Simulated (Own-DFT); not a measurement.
AlN (wurtzite, atoms displaced) (calculated)

All values are calculated (Own-DFT development build). A calculation, not a measurement: plane-wave PBE density functional theory by an unreviewed code, no spin, of a simulated periodic cell, stress positive in tension, free energy of the whole cell less one offset for each atom, forces on such cells passed a denser k mesh, this cell's mesh not checked; offsets are fitted by least squares, one for each functional and potential file, so energies compare only between cells with the same atoms and settings and are not formation energies; the far tail of each file's local potential was reset to the Coulomb form; each entry is a single point on an unrelaxed cell, so the pressure reflects the starting lattice, mostly measured values (interpolated for alloys), from which strain is counted, and rises with the displacements; printed positions are rounded, which can move forces by about a meV/angstrom; the program, named Own-DFT, is a retired in-house code; no spin-orbit coupling.

Common to all runs: functional PBE; potential files PseudoDojo norm-conserving, scalar-relativistic, standard set; wave cutoff 42 hartree; occupations Fermi-Dirac; smearing width 0.1 eV; hardware one NVIDIA H100; k mesh 2 x 2 x 2 centred on Gamma.

(1) AlN (wurtzite, atoms displaced)

```
CELL_PARAMETERS angstrom
12.44800 0.00000 0.00000
-6.22400 10.78030 0.00000
0.00000 0.00000 9.96400
ATOMIC_POSITIONS crystal
Al 0.06966 0.16161 0.98920
Al 0.16642 0.08455 0.23643
N 0.08318 0.16072 0.19095
N 0.15848 0.08080 0.44182
Al 0.08738 0.17910 0.50178
Al 0.16889 0.10144 0.72871
N 0.08029 0.16538 0.69103
N 0.17312 0.08391 0.94516
Al 0.07591 0.42546 0.98645
Al 0.15981 0.32299 0.26194
N 0.08589 0.42449 0.17015
N 0.16786 0.32427 0.44131
Al 0.07902 0.41913 0.48486
Al 0.16058 0.34130 0.74707
N 0.07326 0.42507 0.68962
N 0.16257 0.33466 0.96213
Al 0.09376 0.65676 0.00136
Al 0.16626 0.57310 0.26437
N 0.07539 0.66372 0.16936
N 0.16644 0.57095 0.45374
Al 0.08011 0.65575 0.49598
Al 0.16287 0.57958 0.75821
N 0.08796 0.65872 0.69625
N 0.15590 0.57952 0.93235
Al 0.07526 0.91489 0.00171
Al 0.17827 0.84336 0.23967
N 0.07228 0.91229 0.18450
N 0.15866 0.83283 0.43105
Al 0.07817 0.91753 0.49774
Al 0.15821 0.84115 0.75761
N 0.09463 0.92206 0.70458
N 0.19014 0.85337 0.93705
Al 0.33022 0.16111 0.99014
Al 0.42122 0.07658 0.26134
N 0.32611 0.17127 0.18607
N 0.41905 0.09155 0.45988
Al 0.34543 0.17055 0.51306
Al 0.39722 0.06042 0.74991
N 0.33423 0.16893 0.69509
N 0.41338 0.08473 0.93121
Al 0.33414 0.40650 0.00673
Al 0.40719 0.32656 0.25745
N 0.34436 0.41864 0.19013
N 0.42677 0.32742 0.44371
Al 0.34866 0.42601 0.52809
Al 0.40693 0.34469 0.74615
N 0.33081 0.40310 0.68655
N 0.39667 0.32324 0.94851
Al 0.33407 0.68837 0.98881
Al 0.41845 0.57804 0.24472
N 0.33582 0.66376 0.18895
N 0.41041 0.58184 0.43973
Al 0.32708 0.66143 0.51043
Al 0.41684 0.59439 0.77222
N 0.33571 0.66697 0.69424
N 0.40845 0.58319 0.94732
Al 0.33593 0.92508 0.00033
Al 0.41701 0.82641 0.26348
N 0.31939 0.89942 0.20383
N 0.40101 0.83595 0.44087
Al 0.33780 0.93363 0.50879
Al 0.41374 0.82818 0.75515
N 0.33288 0.91556 0.69909
N 0.41766 0.82411 0.93774
Al 0.58504 0.16398 0.99190
Al 0.66515 0.07929 0.25395
N 0.58835 0.17337 0.19056
N 0.67520 0.08511 0.43346
Al 0.58171 0.17239 0.49118
Al 0.66413 0.09078 0.73870
N 0.59670 0.17759 0.67817
N 0.67537 0.08580 0.93268
Al 0.58482 0.42400 0.00799
Al 0.66640 0.33224 0.26056
N 0.59030 0.40829 0.20136
N 0.66162 0.33720 0.42929
Al 0.58138 0.41066 0.49550
Al 0.65715 0.32354 0.74806
N 0.58052 0.39338 0.70019
N 0.67316 0.34141 0.94383
Al 0.57701 0.67441 0.99071
Al 0.66449 0.58808 0.22135
N 0.59215 0.68408 0.19107
N 0.67475 0.59829 0.44002
Al 0.57939 0.66690 0.49887
Al 0.65906 0.57943 0.74544
N 0.58815 0.66444 0.68584
N 0.66185 0.58255 0.95277
Al 0.58120 0.92451 0.99310
Al 0.68494 0.84527 0.25217
N 0.58133 0.91929 0.20179
N 0.68316 0.84555 0.43092
Al 0.59162 0.93151 0.48814
Al 0.67060 0.82848 0.72954
N 0.58786 0.91358 0.69203
N 0.66499 0.82706 0.91382
Al 0.83812 0.16828 0.99962
Al 0.91296 0.09221 0.25511
N 0.84421 0.17862 0.18964
N 0.91529 0.06545 0.43615
Al 0.83580 0.16452 0.49940
Al 0.91647 0.07983 0.75468
N 0.84749 0.17175 0.69300
N 0.92996 0.08024 0.94220
Al 0.84069 0.42678 0.99676
Al 0.92139 0.35259 0.24595
N 0.81952 0.42273 0.18536
N 0.91698 0.32517 0.45891
Al 0.83865 0.40944 0.49917
Al 0.92168 0.33535 0.74450
N 0.83489 0.41702 0.67506
N 0.91806 0.33911 0.94549
Al 0.84130 0.68411 0.98707
Al 0.91298 0.57344 0.23647
N 0.82145 0.66008 0.22139
N 0.90486 0.58181 0.44804
Al 0.82898 0.67386 0.48493
Al 0.90940 0.58094 0.75895
N 0.82593 0.68020 0.69971
N 0.92875 0.58931 0.92957
Al 0.83047 0.92382 0.99907
Al 0.90830 0.83638 0.25278
N 0.84725 0.92783 0.19516
N 0.91818 0.83337 0.43250
Al 0.85583 0.93993 0.51760
Al 0.91426 0.84860 0.77167
N 0.83663 0.91551 0.69071
N 0.90093 0.82088 0.95089
```

- free energy of cell above offsets: -23.578 eV
- pressure: 11.95 GPa
- stress xx: -10.65 GPa
- stress yy: -14.8 GPa
- stress zz: -10.39 GPa
- stress yz: 2.03 GPa
- stress xz: -1.46 GPa
- stress xy: 0.31 GPa
- wall time: 429.4 s

Force:
```
element  x (eV/Å)  y (eV/Å)  z (eV/Å)
     Al     9.029     4.855     4.237
     Al    -0.296    -1.898     1.694
      N    -2.768     1.616    -0.376
      N     1.426     1.514      0.51
     Al     0.659    -5.503     0.021
     Al     3.832    -3.769     3.115
      N    -3.061     2.621    -0.546
      N    -3.894    -1.077    -1.723
     Al     3.443    -2.053      1.65
     Al     0.962     0.875    -3.825
      N    -0.219    -0.961     4.463
      N    -0.948     5.253     0.605
     Al     2.124    -4.055     3.509
     Al     0.361    -0.917     1.283
      N     4.559    -0.734    -1.051
      N    -0.582     0.278    -3.391
     Al     -4.97     3.983    -1.886
     Al     0.222     2.286    -3.031
      N     1.218     0.047     5.312
      N    -0.956      3.57     -2.58
     Al    -2.253      2.17     1.491
     Al     0.147     1.262    -2.681
      N    -2.627     2.418    -1.216
      N      5.05     0.777     0.215
     Al     1.684     0.876    -0.506
     Al    -9.715    -4.986     2.596
      N     1.474     0.383     0.571
      N     1.566     0.026      1.32
     Al     0.918    -0.876      0.01
     Al     5.007    -4.257     0.192
      N     -6.15     2.624    -2.504
      N    -4.016    -3.657     0.658
     Al    -0.177     1.115      1.76
     Al    -1.872     0.912    -1.277
      N     3.074    -1.717     0.274
      N     1.684    -1.295    -3.124
     Al    -4.146     0.413     -0.73
     Al    -0.176     7.138     0.803
      N      0.41     0.205      0.24
      N     2.875    -0.074     1.382
     Al    -4.162     2.153     0.981
     Al      2.45     0.746    -0.466
      N    -1.758     -0.63     1.165
      N      -3.6     0.571     0.381
     Al    -0.222    -0.126    -10.05
     Al     9.814    -5.729     5.025
      N    -8.365      4.24      4.36
      N     4.482      1.03    -2.971
     Al    -0.055    -11.19     5.223
     Al    -0.181     1.769     0.341
      N    -1.165     0.339     0.193
      N      0.53    -0.017     0.801
     Al     1.063     1.723    -1.099
     Al     1.617    -0.628    -3.224
      N    -0.615    -0.952     0.882
      N     0.023    -0.193     0.891
     Al     2.023     0.087     1.721
     Al    -0.743    -0.632    -1.762
      N     8.851     5.987    -3.681
      N     2.339    -0.112      2.11
     Al    -1.145    -4.505    -0.314
     Al     0.483     1.557     -2.21
      N     0.464    -4.201    -2.161
      N    -0.236     9.715    -1.679
     Al    -0.641     2.169     0.845
     Al     0.193     2.314    -2.041
      N     0.089     -2.81     0.141
      N    -1.557     2.475     1.185
     Al      2.25     1.124     0.933
     Al     2.767    -1.492      0.55
      N     -1.31    -3.654    -0.314
      N    -1.017     0.067     0.256
     Al     0.378    -3.008     0.177
     Al     0.127    -0.065    -3.706
      N    -4.602     2.027    -2.041
      N     3.011    -1.561     4.119
     Al     1.269     3.668     1.142
     Al      4.56     1.639     2.549
      N    -6.576     5.079    -2.454
      N    -0.365    -1.422    -0.819
     Al     1.398    -0.694     1.757
     Al    -1.405    -2.304     2.737
      N      -1.1    -1.405    -1.482
      N    -3.684    -3.818    -0.263
     Al     1.275     1.009    -1.633
     Al      2.47    -1.117     0.783
      N    -3.303    -0.871     0.466
      N    -0.349     1.351    -1.103
     Al     1.941    -1.557     0.517
     Al    -1.463    -0.729     -0.44
      N      0.67    -0.471    -2.168
      N    -1.669    -0.294     3.647
     Al     0.331    -4.496     1.603
     Al    -0.877     0.552     0.613
      N    -1.756      1.27    -1.369
      N    -0.367     2.399     3.004
     Al     0.039      1.05    -0.001
     Al      3.15    -0.923    -0.643
      N    -1.881    -0.254     0.157
      N    -1.486     10.29    -1.864
     Al     1.044    -1.562     0.785
     Al    -0.303     0.617    -0.462
      N    -1.483    -1.412    -0.376
      N    -8.102     -3.11    -2.851
     Al    -1.597     -0.81    -0.254
     Al     0.171    -1.859    -0.844
      N     3.426    -2.604    -0.303
      N    -0.298     0.908    -3.888
     Al     -3.41     2.178    -0.696
     Al    -3.456    -0.258     0.984
      N    -0.534    -0.649     3.949
      N    -1.039    -1.837    -1.707
     Al     0.692    -13.36     3.808
     Al    -1.785     4.798     2.679
      N     3.822     2.744    -3.617
      N     3.514     -1.34    -1.427
     Al     1.835     0.147     1.834
     Al     0.153      0.65    -5.309
      N     1.871    -0.801     0.135
      N    -1.139     0.448     4.029
     Al     0.067    -2.526     1.216
     Al     2.983    -1.657     0.004
      N    -3.212      0.87    -2.803
      N    -0.832     2.059     2.568
     Al     0.115    -9.667     -0.98
     Al     3.244    -2.963    -2.529
      N    -0.902     2.257     1.491
      N    -0.145     12.82    -2.203
```

(2) AlN (wurtzite, atoms displaced)

```
CELL_PARAMETERS angstrom
12.44800 0.00000 0.00000
-6.22400 10.78030 0.00000
0.00000 0.00000 9.96400
ATOMIC_POSITIONS crystal
Al 0.08570 0.17963 0.99835
Al 0.16001 0.07973 0.25069
N 0.09011 0.16555 0.19325
N 0.17638 0.09874 0.43903
Al 0.06513 0.16020 0.48921
Al 0.16170 0.07609 0.75178
N 0.07882 0.15751 0.68232
N 0.16941 0.07191 0.93214
Al 0.08357 0.42003 0.98827
Al 0.16611 0.33782 0.25450
N 0.07123 0.40508 0.18891
N 0.17449 0.34024 0.42447
Al 0.07554 0.40699 0.50075
Al 0.16664 0.32672 0.76777
N 0.08006 0.41607 0.68876
N 0.15303 0.31179 0.93767
Al 0.08336 0.66578 0.99964
Al 0.17257 0.56996 0.25981
N 0.09103 0.66599 0.20515
N 0.15953 0.58327 0.43849
Al 0.08243 0.68596 0.49295
Al 0.17627 0.59032 0.76077
N 0.07295 0.66870 0.70644
N 0.16392 0.58837 0.95275
Al 0.08691 0.92339 0.02108
Al 0.16863 0.81916 0.21101
N 0.07589 0.89934 0.19703
N 0.15677 0.82283 0.43383
Al 0.07544 0.90984 0.50488
Al 0.17515 0.83537 0.73949
N 0.07880 0.91770 0.68613
N 0.16797 0.83616 0.93419
Al 0.32998 0.16107 0.99289
Al 0.41610 0.08338 0.25388
N 0.33488 0.15471 0.21263
N 0.41363 0.08037 0.43266
Al 0.34926 0.17814 0.50805
Al 0.41390 0.08483 0.75546
N 0.32553 0.16608 0.69315
N 0.42462 0.08640 0.95723
Al 0.33826 0.41962 0.99156
Al 0.40664 0.33653 0.24628
N 0.33336 0.41353 0.17899
N 0.40541 0.31579 0.43596
Al 0.32767 0.41921 0.51053
Al 0.41954 0.33828 0.75195
N 0.34110 0.40753 0.67825
N 0.38801 0.32230 0.94839
Al 0.34272 0.67227 0.00419
Al 0.41531 0.58503 0.23611
N 0.32413 0.66476 0.17889
N 0.42461 0.58829 0.42604
Al 0.31413 0.65980 0.50433
Al 0.41258 0.56632 0.74733
N 0.33716 0.67859 0.70442
N 0.42719 0.59202 0.93132
Al 0.30786 0.91175 0.00183
Al 0.41861 0.82359 0.25655
N 0.35082 0.91728 0.20073
N 0.41159 0.82200 0.44885
Al 0.34175 0.91455 0.49951
Al 0.42133 0.83115 0.76267
N 0.34181 0.92305 0.69431
N 0.40489 0.83225 0.93928
Al 0.59807 0.17020 0.99183
Al 0.67261 0.08072 0.26115
N 0.59086 0.16534 0.19741
N 0.69278 0.11034 0.44832
Al 0.59825 0.15988 0.50109
Al 0.66898 0.09447 0.76121
N 0.59671 0.18012 0.70151
N 0.66304 0.08462 0.92955
Al 0.57967 0.40120 0.00267
Al 0.65940 0.33313 0.25189
N 0.58343 0.41406 0.18664
N 0.66064 0.32354 0.45056
Al 0.59431 0.41971 0.49927
Al 0.66926 0.32812 0.76861
N 0.56973 0.40696 0.68604
N 0.67411 0.35347 0.95306
Al 0.59328 0.67439 0.99331
Al 0.66673 0.59207 0.23642
N 0.57806 0.66001 0.19582
N 0.66675 0.58368 0.43524
Al 0.57741 0.65762 0.49815
Al 0.65735 0.58246 0.72426
N 0.58153 0.66052 0.68843
N 0.66171 0.57930 0.93776
Al 0.59070 0.91612 0.98240
Al 0.66152 0.83397 0.25798
N 0.57543 0.91769 0.18820
N 0.65974 0.81425 0.44965
Al 0.59207 0.92768 0.50635
Al 0.68807 0.84453 0.74951
N 0.59514 0.91587 0.69953
N 0.66719 0.83735 0.95530
Al 0.82781 0.15436 0.00499
Al 0.92213 0.09246 0.25934
N 0.82946 0.16551 0.17313
N 0.91099 0.05561 0.44036
Al 0.83512 0.17097 0.50112
Al 0.91127 0.09302 0.74226
N 0.83022 0.15684 0.68725
N 0.91649 0.08410 0.93402
Al 0.82928 0.40116 0.01212
Al 0.93212 0.34255 0.24844
N 0.84174 0.42132 0.19321
N 0.90884 0.31540 0.45559
Al 0.83288 0.42675 0.49249
Al 0.92913 0.34817 0.76455
N 0.82768 0.39916 0.67943
N 0.91316 0.31866 0.94906
Al 0.83497 0.66064 0.98764
Al 0.91202 0.59138 0.25243
N 0.82917 0.66566 0.18427
N 0.91453 0.58505 0.41956
Al 0.83762 0.66025 0.49538
Al 0.91032 0.58879 0.75978
N 0.81734 0.65684 0.69113
N 0.92419 0.58927 0.93448
Al 0.83035 0.91843 0.00119
Al 0.91579 0.83315 0.25024
N 0.82527 0.92638 0.18981
N 0.93222 0.84038 0.46240
Al 0.82071 0.92692 0.49615
Al 0.91446 0.82859 0.76637
N 0.82609 0.90291 0.68060
N 0.92163 0.84025 0.92849
```

* free energy of cell above offsets: -22.546 eV
* pressure: 11.55 GPa
* stress xx: -11.77 GPa
* stress yy: -11.24 GPa
* stress zz: -11.64 GPa
* stress yz: 2.14 GPa
* stress xz: 0.4 GPa
* stress xy: -0.45 GPa
* wall time: 430.6 s

Force:
```
element  x (eV/Å)  y (eV/Å)  z (eV/Å)
     Al     0.532    -11.39      3.92
     Al     3.403    -0.336     2.367
      N    -2.756      1.16    -1.077
      N    -1.305     -2.14     0.502
     Al      5.59     0.932     1.627
     Al    -0.451     0.092    -1.939
      N    -1.321     1.963     0.872
      N    -1.661     1.329     2.458
     Al     0.097    -1.081      2.01
     Al     1.551    -1.118    -3.967
      N     6.408     3.666    -2.354
      N    -2.334    -0.521     4.732
     Al     0.414     1.277     0.013
     Al    -0.264    -1.013    -6.207
      N     2.752     1.135     1.683
      N    -0.038      11.9    -0.669
     Al    -1.037     0.776     0.788
     Al    -2.697     1.265      -1.9
      N    -0.901    -5.225    -2.814
      N    -0.604    -1.574     1.565
     Al     0.646    -7.962     2.672
     Al    -2.327    -0.265    -0.744
      N     2.195    -0.406    -2.303
      N     2.722    -1.849    -1.677
     Al     -0.96    -1.183    -4.314
     Al     0.677     5.215     5.203
      N     0.145     1.953    -0.274
      N     1.534     7.887    -1.327
     Al     6.182     5.098    -0.005
     Al    -2.256     0.772     0.415
      N     1.431     -1.48     1.901
      N    -3.985    -2.425     0.423
     Al     0.347    -0.416     2.233
     Al     3.249     -1.27    -0.907
      N    -4.368     2.503    -4.344
      N     2.622    -0.272      3.87
     Al    -1.578    -5.262    -0.104
     Al     0.452     0.815     0.204
      N     1.969     0.401     1.133
      N    -0.659     0.012    -2.112
     Al    -2.861     2.063     1.976
     Al     3.366    -2.661     1.665
      N    -2.992     1.806    -0.127
      N     0.022     7.707    -1.177
     Al     1.991    -0.657    -5.862
     Al     0.171    -3.545     0.994
      N     -3.88     1.168     4.405
      N     5.737    -0.566    -2.599
     Al     -1.13     0.056    -2.619
     Al    -0.098    -1.122     1.132
      N     2.095    -0.718       2.8
      N    -3.143     -1.93     1.532
     Al      3.18     0.845     0.916
     Al    -0.047     3.546    -0.537
      N     0.603    -4.296    -2.357
      N    -1.228    -1.669     1.202
     Al     8.242     3.682     1.767
     Al    -1.201     0.837    -0.203
      N    -3.464     -1.13    -1.979
      N     1.479     1.531     -0.58
     Al    -2.862     0.627    -0.627
     Al     0.004     2.672    -1.657
      N     0.663    -0.698    -0.584
      N     1.547     0.639     1.755
     Al    -3.555    -0.178     3.591
     Al    -1.339     0.927    -2.295
      N     -0.15     0.595    -0.839
      N    -1.637    -7.699    -3.404
     Al    -6.749     2.718     1.663
     Al      1.85    -1.582    -4.799
      N    -1.756    -3.758    -1.137
      N     2.661    -0.935     3.874
     Al    -6.247     4.075     1.284
     Al     1.737    -1.077     0.757
      N    -1.547     0.706     0.642
      N     0.971     1.828    -1.808
     Al    -2.593     -1.65    -0.645
     Al      -0.8     3.733    -2.572
      N     2.986     1.483     0.742
      N     4.977    -4.741     -2.64
     Al     0.065    -2.041     0.927
     Al     1.393    -2.881      1.44
      N    -1.062      2.83    -2.273
      N     1.148    -0.357     0.007
     Al      0.47    -0.472     0.687
     Al     1.796    -2.844      3.36
      N    -3.317     1.732    -0.414
      N     0.602    -0.256    -0.314
     Al    -5.288     1.356      2.32
     Al     -0.04     -0.63     -0.84
      N     2.434    -0.227     0.728
      N    -1.401     4.792    -1.904
     Al    -0.067    -2.573     0.622
     Al    -4.825    -3.761     1.472
      N    -2.052     1.223    -0.159
      N     2.488    -1.059    -2.882
     Al     0.353    -0.004    -3.739
     Al     -0.36    -1.316    -2.728
      N       1.1     0.506     6.475
      N    -1.237     11.99    -4.367
     Al     4.612    -2.995     4.246
     Al      5.16    -3.408     1.719
      N    -3.432     3.017    -0.455
      N     0.167    -0.384     0.421
     Al     0.766     2.616    -0.271
     Al    -7.099    -4.181       2.3
      N    -0.753    -0.248     1.139
      N     0.832     7.532    -4.254
     Al     0.822    -2.632     0.683
     Al    -1.892    -2.433    -2.025
      N    -0.458     2.647     2.248
      N    -0.707     2.083    -0.981
     Al    -1.994     0.851       0.9
     Al     2.088     -0.78    -4.902
      N     0.123     1.299    -0.611
      N     0.915    -0.669     5.807
     Al    -2.594     2.734     0.935
     Al      0.39     -1.56    -2.853
      N     2.907     1.098    -0.487
      N    -0.064    -2.032     2.744
     Al     1.801     0.788     0.094
     Al    -1.227    -0.176     1.758
      N     2.022    -0.991     0.786
      N    -7.902     -5.04    -4.939
     Al     1.626    -12.27     4.783
     Al     0.121     0.567    -8.658
      N     3.624     3.547      0.15
      N    -0.472    -0.591     8.099
```
